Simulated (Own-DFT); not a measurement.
## Calculated data, GaN (wurtzite, strained, atoms displaced)

A calculation, not a measurement: plane-wave PBE density functional theory by an unreviewed code, no spin, of a simulated periodic cell, stress positive in tension, free energy of the whole cell less one offset for each atom, forces on such cells passed a denser k mesh, this cell's mesh not checked; offsets are fitted by least squares, one for each functional and potential file, so energies compare only between cells with the same atoms and settings and are not formation energies; the far tail of each file's local potential was reset to the Coulomb form; each entry is a single point on an unrelaxed cell, so the pressure reflects the starting lattice, mostly measured values (interpolated for alloys), from which strain is counted, and rises with the displacements; printed positions are rounded, which can move forces by about a meV/angstrom; the program, named Own-DFT, is a retired in-house code; no spin-orbit coupling. Program: Own-DFT development build.

Common to all runs: functional PBE; potential files PseudoDojo norm-conserving, scalar-relativistic, standard set with the stringent files for Ga; wave cutoff 96 hartree; occupations Gaussian; smearing width 0.01 eV; k mesh 3 x 4 x 3 centred on Gamma.

(1) 
```cif
# cell vector a (Å): 12.7560 0.0000 0.0000
# cell vector b (Å): -4.7835 8.2853 0.0000
# cell vector c (Å): 0.0000 0.0000 10.4218
data_GaN
_symmetry_space_group_name_H-M 'P 1'
_symmetry_Int_Tables_number 1
_cell_length_a 12.7560
_cell_length_b 9.5670
_cell_length_c 10.4218
_cell_angle_alpha 90.000
_cell_angle_beta 90.000
_cell_angle_gamma 120.000
_cell_volume 1101.45
loop_
_atom_site_label
_atom_site_type_symbol
_atom_site_fract_x
_atom_site_fract_y
_atom_site_fract_z
_atom_site_occupancy
Ga1 Ga 0.07787 0.21408 0.99802 1
Ga2 Ga 0.16342 0.10644 0.24710 1
N1 N 0.08404 0.23359 0.18788 1
N2 N 0.16179 0.11656 0.43568 1
Ga3 Ga 0.09005 0.21903 0.49627 1
Ga4 Ga 0.16355 0.10765 0.75186 1
N3 N 0.08267 0.22209 0.68938 1
N4 N 0.17395 0.10974 0.93820 1
Ga5 Ga 0.07723 0.54878 0.99557 1
Ga6 Ga 0.16677 0.44957 0.25036 1
N5 N 0.08617 0.56359 0.19205 1
N6 N 0.17471 0.44181 0.43940 1
Ga7 Ga 0.08379 0.55304 0.50154 1
Ga8 Ga 0.16442 0.43343 0.75938 1
N7 N 0.08771 0.57210 0.69093 1
N8 N 0.16941 0.44321 0.93605 1
Ga9 Ga 0.09181 0.88874 0.00049 1
Ga10 Ga 0.16694 0.77875 0.25479 1
N9 N 0.08369 0.88489 0.18358 1
N10 N 0.16711 0.78148 0.43298 1
Ga11 Ga 0.08260 0.89608 0.49481 1
Ga12 Ga 0.16678 0.76998 0.75418 1
N11 N 0.08363 0.88786 0.67921 1
N12 N 0.16678 0.78015 0.94288 1
Ga13 Ga 0.33407 0.21625 0.01211 1
Ga14 Ga 0.41449 0.11106 0.24481 1
N13 N 0.33215 0.23273 0.18831 1
N14 N 0.41034 0.11423 0.43970 1
Ga15 Ga 0.32558 0.21632 0.50238 1
Ga16 Ga 0.41853 0.11401 0.75109 1
N15 N 0.33435 0.21460 0.68773 1
N16 N 0.41545 0.10883 0.93274 1
Ga17 Ga 0.33558 0.55267 0.99485 1
Ga18 Ga 0.41723 0.44543 0.24826 1
N17 N 0.33711 0.56612 0.19406 1
N18 N 0.41445 0.44866 0.43340 1
Ga19 Ga 0.33539 0.55843 0.50311 1
Ga20 Ga 0.41883 0.44801 0.74868 1
N19 N 0.33640 0.56529 0.69010 1
N20 N 0.42321 0.45233 0.94231 1
Ga21 Ga 0.33644 0.89401 0.00182 1
Ga22 Ga 0.41658 0.78137 0.24382 1
N21 N 0.33365 0.88807 0.19699 1
N22 N 0.41665 0.78625 0.43794 1
Ga23 Ga 0.33322 0.88312 0.50248 1
Ga24 Ga 0.41628 0.77949 0.74788 1
N23 N 0.32278 0.88180 0.69309 1
N24 N 0.40782 0.77415 0.93863 1
Ga25 Ga 0.57479 0.21404 0.00249 1
Ga26 Ga 0.65767 0.10397 0.23796 1
N25 N 0.58558 0.21614 0.18626 1
N26 N 0.67328 0.12324 0.44300 1
Ga27 Ga 0.57914 0.20972 0.49437 1
Ga28 Ga 0.66909 0.11653 0.75788 1
N27 N 0.57940 0.22364 0.69214 1
N28 N 0.66725 0.11041 0.94197 1
Ga29 Ga 0.57644 0.55764 0.00185 1
Ga30 Ga 0.66955 0.43750 0.24676 1
N29 N 0.58167 0.56177 0.19079 1
N30 N 0.66509 0.44251 0.44018 1
Ga31 Ga 0.58601 0.55710 0.49995 1
Ga32 Ga 0.67079 0.44412 0.74718 1
N31 N 0.58831 0.56681 0.68209 1
N32 N 0.66782 0.45546 0.92978 1
Ga33 Ga 0.58497 0.89206 0.99927 1
Ga34 Ga 0.65846 0.76805 0.24852 1
N33 N 0.58552 0.88880 0.18634 1
N34 N 0.65911 0.77310 0.44152 1
Ga35 Ga 0.57892 0.88738 0.49897 1
Ga36 Ga 0.67144 0.78478 0.74794 1
N35 N 0.58339 0.88150 0.68503 1
N36 N 0.66276 0.78335 0.93695 1
Ga37 Ga 0.83509 0.23472 0.00430 1
Ga38 Ga 0.92093 0.12462 0.25173 1
N37 N 0.82352 0.21481 0.18741 1
N38 N 0.92546 0.11956 0.43457 1
Ga39 Ga 0.84142 0.23239 0.50386 1
Ga40 Ga 0.91662 0.11155 0.74997 1
N39 N 0.83702 0.22583 0.68777 1
N40 N 0.90964 0.10625 0.93491 1
Ga41 Ga 0.82182 0.54778 0.99893 1
Ga42 Ga 0.91467 0.44137 0.25716 1
N41 N 0.82732 0.54832 0.19179 1
N42 N 0.91418 0.43666 0.43027 1
Ga43 Ga 0.83448 0.56095 0.48976 1
Ga44 Ga 0.92040 0.45366 0.75344 1
N43 N 0.82934 0.55531 0.69053 1
N44 N 0.92178 0.44381 0.94355 1
Ga45 Ga 0.83675 0.88207 0.00001 1
Ga46 Ga 0.91725 0.77638 0.24908 1
N45 N 0.82621 0.88143 0.19053 1
N46 N 0.91576 0.77940 0.43161 1
Ga47 Ga 0.83743 0.89171 0.50077 1
Ga48 Ga 0.92168 0.78173 0.74221 1
N47 N 0.82995 0.87684 0.69443 1
N48 N 0.91561 0.78667 0.92994 1
_calc_free_energy_of_cell_above_offsets '-4.576'  # eV
_calc_pressure 6.23  # GPa
_calc_stress_xx -7.12  # GPa
_calc_stress_yy -6.32  # GPa
_calc_stress_zz -5.26  # GPa
_calc_stress_yz -0.79  # GPa
_calc_stress_xz 0.51  # GPa
_calc_stress_xy 0  # GPa
```

Force:
```tsv
element	x (eV/Å)	y (eV/Å)	z (eV/Å)
Ga	0.225	0.275	0.046
Ga	-0.645	0.727	-0.046
N	0.724	-1.228	-0.574
N	2.799	-1.859	-1.235
Ga	-2.894	1.971	1.43
Ga	0.894	-0.08	-0.302
N	0.324	-0.41	-0.467
N	-1.081	0.265	0.362
Ga	2.284	1.78	1.734
Ga	0.719	0.713	0.215
N	-0.574	-1.26	-0.803
N	-1.844	0.423	0.103
Ga	0.31	0.407	-0.374
Ga	-0.031	1.681	-2.081
N	0.231	-4.175	-0.912
N	-0.659	-0.504	1.422
Ga	-2.333	-0.012	-0.472
Ga	0.121	-0.022	-0.888
N	-0.339	0.59	0.852
N	-0.311	-0.425	1.625
Ga	0.816	-0.94	0.157
Ga	-1.211	2.702	0.828
N	0.216	0.348	0.8
N	1.107	-1.16	-0.647
Ga	-0.291	1.113	-2.567
Ga	-0.12	0.285	1.576
N	0.654	-1.801	0.766
N	0.97	-0.784	-0.779
Ga	0.643	1.47	-0.308
Ga	-0.253	-1.096	-0.777
N	-1.609	1.206	0.266
N	-0.32	0.344	1.634
Ga	-0.803	0.699	1.352
Ga	-0.73	1.259	0.915
N	-0.126	-1.558	-1.448
N	0.706	-0.807	0.987
Ga	0.453	0.46	-0.352
Ga	0.597	0.008	-0.236
N	-0.213	-1.98	0.064
N	-1.343	-2.382	-1.146
Ga	-0.398	-1.176	0.269
Ga	0.901	0.054	1.214
N	-0.814	1.014	-1.723
N	0.568	-0.988	-0.508
Ga	-1.501	1.075	0.245
Ga	0.046	0.749	0.64
N	2.035	1.485	-0.829
N	1.244	0.694	-0.086
Ga	0.998	1.29	-1.258
Ga	2.163	-0.252	2.548
N	-2.638	0.945	-0.41
N	0.518	-1.74	-1.284
Ga	-0.968	1.519	1.129
Ga	-0.183	-0.711	-1.492
N	1.284	-0.456	-0.676
N	-0.576	1.044	0.016
Ga	2.181	1.551	0.076
Ga	-2.119	0.349	1.278
N	1.09	-2.641	-1.012
N	0.365	-0.341	-0.839
Ga	-0.82	-0.687	-0.306
Ga	-1.993	0.303	-0.484
N	0.008	-1.514	1.207
N	-0.824	-1.743	1.453
Ga	-0.559	-0.812	-0.121
Ga	0.757	2.086	1.319
N	-0.924	-0.564	-0.128
N	1.116	1.227	-0.872
Ga	0.849	0.942	0.06
Ga	-0.902	-1.216	0.81
N	-1.072	1.726	0.653
N	1.192	-0.653	0.049
Ga	0.569	-2.387	-0.153
Ga	-0.583	-1.789	-0.702
N	1.01	1.225	0.28
N	-0.736	-0.607	1.092
Ga	-0.454	-1.775	-0.256
Ga	-0.166	-0.699	-0.032
N	-0.281	0.381	0.718
N	0.463	0.719	0.793
Ga	1.494	1.685	0.219
Ga	0.272	-0.045	-2.743
N	1.395	0.918	-1.032
N	0.262	1.99	2.481
Ga	-0.042	-1.121	1.274
Ga	-0.156	-0.491	-0.568
N	1.863	0.442	-1.284
N	-2.508	0.46	-1.301
Ga	-2.514	0.931	0.647
Ga	-0.931	0.136	-1.003
N	0.993	0.977	-0.197
N	0.436	0.197	0.713
Ga	-1.521	-0.022	-0.198
Ga	-0.059	-0.741	0.878
N	0.5	2.463	-1.854
N	2.608	-1.649	0.569
```

(2) 
```cif
# cell vector a (Å): 12.7560 0.0000 0.0000
# cell vector b (Å): -4.7835 8.2853 0.0000
# cell vector c (Å): 0.0000 0.0000 10.4218
data_GaN
_symmetry_space_group_name_H-M 'P 1'
_symmetry_Int_Tables_number 1
_cell_length_a 12.7560
_cell_length_b 9.5670
_cell_length_c 10.4218
_cell_angle_alpha 90.000
_cell_angle_beta 90.000
_cell_angle_gamma 120.000
_cell_volume 1101.45
loop_
_atom_site_label
_atom_site_type_symbol
_atom_site_fract_x
_atom_site_fract_y
_atom_site_fract_z
_atom_site_occupancy
Ga1 Ga 0.08181 0.22401 0.99908 1
Ga2 Ga 0.16440 0.11079 0.24111 1
N1 N 0.08712 0.22006 0.19699 1
N2 N 0.15850 0.10950 0.44582 1
Ga3 Ga 0.07790 0.21621 0.49767 1
Ga4 Ga 0.17242 0.11436 0.74411 1
N3 N 0.09180 0.23091 0.69446 1
N4 N 0.16462 0.10715 0.93429 1
Ga5 Ga 0.07671 0.54458 0.99820 1
Ga6 Ga 0.16066 0.43776 0.23985 1
N5 N 0.07879 0.55093 0.19740 1
N6 N 0.16631 0.44677 0.42591 1
Ga7 Ga 0.08353 0.55804 0.49798 1
Ga8 Ga 0.16339 0.43552 0.76158 1
N7 N 0.09124 0.55271 0.68543 1
N8 N 0.16650 0.44408 0.94098 1
Ga9 Ga 0.07998 0.88315 0.00195 1
Ga10 Ga 0.16218 0.76671 0.23900 1
N9 N 0.07937 0.88402 0.19133 1
N10 N 0.15998 0.76654 0.44742 1
Ga11 Ga 0.08739 0.88378 0.50255 1
Ga12 Ga 0.16520 0.77484 0.75052 1
N11 N 0.08117 0.89083 0.69139 1
N12 N 0.16222 0.77683 0.93195 1
Ga13 Ga 0.34464 0.22784 0.99893 1
Ga14 Ga 0.41881 0.11689 0.25306 1
N13 N 0.33419 0.22218 0.18289 1
N14 N 0.42652 0.11913 0.44378 1
Ga15 Ga 0.33254 0.22861 0.50519 1
Ga16 Ga 0.41665 0.11106 0.75432 1
N15 N 0.33235 0.21003 0.68832 1
N16 N 0.42728 0.10464 0.94596 1
Ga17 Ga 0.33920 0.55977 0.00139 1
Ga18 Ga 0.41711 0.45699 0.24571 1
N17 N 0.33316 0.55614 0.18327 1
N18 N 0.42223 0.45433 0.43209 1
Ga19 Ga 0.33108 0.56416 0.49504 1
Ga20 Ga 0.42099 0.44158 0.75207 1
N19 N 0.33258 0.55699 0.69048 1
N20 N 0.41481 0.44531 0.92831 1
Ga21 Ga 0.33110 0.88748 0.99698 1
Ga22 Ga 0.41355 0.77491 0.26012 1
N21 N 0.33239 0.87920 0.18540 1
N22 N 0.42425 0.78457 0.44477 1
Ga23 Ga 0.33406 0.89454 0.49941 1
Ga24 Ga 0.41575 0.77407 0.75470 1
N23 N 0.34065 0.89332 0.69756 1
N24 N 0.41895 0.78566 0.94611 1
Ga25 Ga 0.59244 0.22818 0.01341 1
Ga26 Ga 0.66637 0.10998 0.24324 1
N25 N 0.58686 0.22634 0.19611 1
N26 N 0.66538 0.11252 0.43135 1
Ga27 Ga 0.58429 0.22588 0.49182 1
Ga28 Ga 0.66361 0.11096 0.74732 1
N27 N 0.57540 0.21911 0.69719 1
N28 N 0.66426 0.10790 0.93516 1
Ga29 Ga 0.58424 0.55763 0.99483 1
Ga30 Ga 0.67081 0.44970 0.25498 1
N29 N 0.58844 0.55594 0.19221 1
N30 N 0.67521 0.45067 0.44592 1
Ga31 Ga 0.57440 0.54673 0.49487 1
Ga32 Ga 0.66552 0.44597 0.75363 1
N31 N 0.58204 0.55670 0.68014 1
N32 N 0.67498 0.45665 0.93706 1
Ga33 Ga 0.57948 0.88657 0.99691 1
Ga34 Ga 0.66804 0.77921 0.23969 1
N33 N 0.58626 0.89897 0.18876 1
N34 N 0.65922 0.77453 0.44023 1
Ga35 Ga 0.59042 0.88661 0.49239 1
Ga36 Ga 0.66875 0.78636 0.74793 1
N35 N 0.58177 0.88489 0.69110 1
N36 N 0.66969 0.78546 0.94412 1
Ga37 Ga 0.83252 0.22341 0.00008 1
Ga38 Ga 0.92529 0.11411 0.24180 1
N37 N 0.83610 0.23140 0.18402 1
N38 N 0.91433 0.10947 0.44116 1
Ga39 Ga 0.83223 0.22390 0.49531 1
Ga40 Ga 0.92113 0.11394 0.74635 1
N39 N 0.83106 0.21649 0.69185 1
N40 N 0.91844 0.10954 0.93244 1
Ga41 Ga 0.82919 0.55407 0.00439 1
Ga42 Ga 0.92058 0.44962 0.25223 1
N41 N 0.82931 0.55017 0.19479 1
N42 N 0.91757 0.44252 0.43698 1
Ga43 Ga 0.83434 0.55479 0.49324 1
Ga44 Ga 0.91817 0.44899 0.74697 1
N43 N 0.83713 0.56018 0.68575 1
N44 N 0.91184 0.44303 0.93601 1
Ga45 Ga 0.83266 0.88632 0.00378 1
Ga46 Ga 0.92086 0.78018 0.25346 1
N45 N 0.83067 0.88166 0.18570 1
N46 N 0.92220 0.77893 0.43958 1
Ga47 Ga 0.83845 0.88847 0.50415 1
Ga48 Ga 0.91680 0.77185 0.75439 1
N47 N 0.82078 0.87066 0.69067 1
N48 N 0.92422 0.77507 0.93904 1
_calc_free_energy_of_cell_above_offsets '-4.937'  # eV
_calc_pressure 5.98  # GPa
_calc_stress_xx -7.95  # GPa
_calc_stress_yy -6.15  # GPa
_calc_stress_zz -3.84  # GPa
_calc_stress_yz -0.07  # GPa
_calc_stress_xz -0.09  # GPa
_calc_stress_xy -0.52  # GPa
```

Force:
```tsv
element	x (eV/Å)	y (eV/Å)	z (eV/Å)
Ga	1.046	-1.079	-0.327
Ga	2.116	-0.709	1.698
N	-0.901	0.362	-2.378
N	2.252	-0.297	-1.337
Ga	-0.097	1.812	0.761
Ga	-1.026	-0.884	1.174
N	-0.709	-1.835	-1.516
N	0.628	0.724	0.939
Ga	-0.381	1.269	0.054
Ga	1.004	1.206	1.348
N	0.766	-0.22	-2.471
N	0.139	-0.372	0.989
Ga	0.755	-2.198	0.733
Ga	0.619	1.985	-1.688
N	-1.319	-0.022	0.562
N	0.282	0.325	1.362
Ga	0.851	1.287	-0.362
Ga	0.461	1.88	1.628
N	0.996	0.497	-0.606
N	1.347	2.524	-2.028
Ga	-1.159	0.813	0.491
Ga	0.401	0.352	-0.935
N	0.609	-0.364	-0.478
N	0.869	-0.706	1.746
Ga	-0.855	-1.405	-0.614
Ga	-0.112	-0.872	-0.255
N	-0.197	0.498	0.943
N	-2.872	-0.96	-1.22
Ga	0.034	-0.233	-1.158
Ga	0.499	-0.708	0.765
N	-0.108	1.807	-0.005
N	-1.512	1.667	-0.384
Ga	-0.775	0.234	-0.849
Ga	1.334	-1.46	0.37
N	-0.675	0.216	0.538
N	-2.224	-1.754	-0.06
Ga	0.305	-1.057	1.195
Ga	-0.945	0.399	-2.315
N	0.282	-0.985	-0.2
N	0.833	0.117	2.222
Ga	-0.365	-0.306	0.467
Ga	0.617	0.663	-1.112
N	-0.937	0.914	0.875
N	-1.453	-0.071	-0.706
Ga	0.428	-0.439	1.08
Ga	0.282	0.256	-0.279
N	-1.276	-0.775	-1.159
N	-0.163	-1.851	-1.145
Ga	-0.246	-0.336	-1.716
Ga	0.721	0.989	1.074
N	-0.536	0.263	-0.166
N	0.486	-0.051	0.585
Ga	1.653	0.421	2.037
Ga	-0.14	-0.232	0.178
N	1.611	1.249	-1.563
N	0.375	0.729	0.874
Ga	0.092	0.318	0.646
Ga	-0.453	-0.603	0.699
N	-1.185	-0.153	-1.242
N	-1.977	-0.79	-1.286
Ga	2.122	1.802	0.854
Ga	0.323	-0.016	-1.468
N	0.32	-0.24	1.351
N	-1.414	-1.44	0.502
Ga	0.639	1.17	0.845
Ga	-0.856	0.23	1.688
N	-0.153	-2.198	-0.497
N	3.277	-0.797	-1.623
Ga	-1.784	1.722	1.826
Ga	-1.334	-1.759	0.835
N	-0.473	0.74	-0.692
N	-0.163	-1.063	-0.819
Ga	0.044	-0.698	-1.023
Ga	-2.458	-1.013	1.26
N	0.88	-0.883	0.565
N	-0.03	-0.228	-0.91
Ga	-0.19	-0.59	0.796
Ga	-0.241	-0.915	-0.003
N	0.029	0.869	-0.993
N	-0.405	0.051	1.204
Ga	1.47	0.859	0.302
Ga	-1.396	-1.162	0.221
N	1.018	1.219	-0.758
N	-0.12	0.304	0.201
Ga	0.963	0.815	1.5
Ga	0.399	-0.586	-0.215
N	-0.296	-1.031	-0.156
N	0.386	0.115	0.246
Ga	0.869	0.362	-1.317
Ga	-1.111	-0.867	0.179
N	1.024	1.303	0.663
N	-0.517	-0.007	-0.2
Ga	-1.135	-0.81	-0.336
Ga	-0.463	0.703	-0.373
N	2.97	2.46	-0.53
N	-2.288	-0.469	0.401
```
